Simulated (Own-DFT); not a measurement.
# Which defects push the lattice out? C11b WSi2

Calculated, not measured: single-point runs of Own-DFT, a retired in-house plane-wave DFT program that no person has reviewed, on unrelaxed cells, without spin or spin-orbit coupling.

Common settings: PBE; PseudoDojo norm-conserving scalar-relativistic files; cutoff 50 hartree; 5 x 5 x 5 k mesh centred on Gamma; cold (Marzari-Vanderbilt) smearing of 0.2 eV.

Known weak points: forces on such cells failed a check on a denser k mesh; stress not checked against mesh or cutoff.

All runs share one cell, with vectors in Å (-2.148, -5.953, 3.409); (-6.444, 2.976, 1.136); (-2.553, -2.948, -6.757) and a volume of 403.2 Å³. Atoms were moved at random from their sites; u is the rms move along one axis. The defect's site can differ from row to row.

```
cell,formula,u (Å),P (GPa)
no defect,Si20W10,0.0190,4.57
no defect,Si20W10,0.0195,4.48
no defect,Si20W10,0.0481,5.79
one Si vacancy,Si19W10,0.0295,3.11
one Si vacancy,Si19W10,0.0304,3.32
one Si vacancy,Si19W10,0.0503,3.89
one Si vacancy,Si19W10,0.0506,?
one W on a Si site,Si19W11,0.0294,10.01
one W on a Si site,Si19W11,0.0320,9.90
one W on a Si site,Si19W11,0.0455,10.61
one Si on a W site,Si21W9,0.0275,5.91
one Si on a W site,Si21W9,0.0314,6.34
one Si on a W site,Si21W9,0.0530,7.56
one W vacancy,Si20W9,0.0363,3.77
one W vacancy,Si20W9,0.0468,4.29
one W vacancy,Si20W9,0.0536,5.56
```

## Fit

P = P0 + c u² + a shift for each defect gives P0 = 4.24 GPa, c = 689 ± 89 GPa/Å² and a scatter of 0.26 GPa. The shifts, and each times the cell's volume:

- one W on a Si site: 5.02 ± 0.22 GPa, 12.6 eV
- one Si on a W site: 1.32 ± 0.22 GPa, 3.3 eV
- one W vacancy: -1.17 ± 0.24 GPa, -2.9 eV
- one Si vacancy: -1.80 ± 0.22 GPa, -4.5 eV

A positive shift means that the defect pushes the cell outwards. Shift times volume (160.2 GPa Å³ is 1 eV) depends little on the cell's size, so, taken for each site, it can be compared between cells at like pressure. The atoms around the defects weren't relaxed, which would change these numbers.

## Withheld run

Asked: what pressure belongs in the blank (one Si vacancy, u = 0.0506 Å)?

Estimate: 4.21 ± 0.32 GPa. The run itself gave 4.05 GPa.
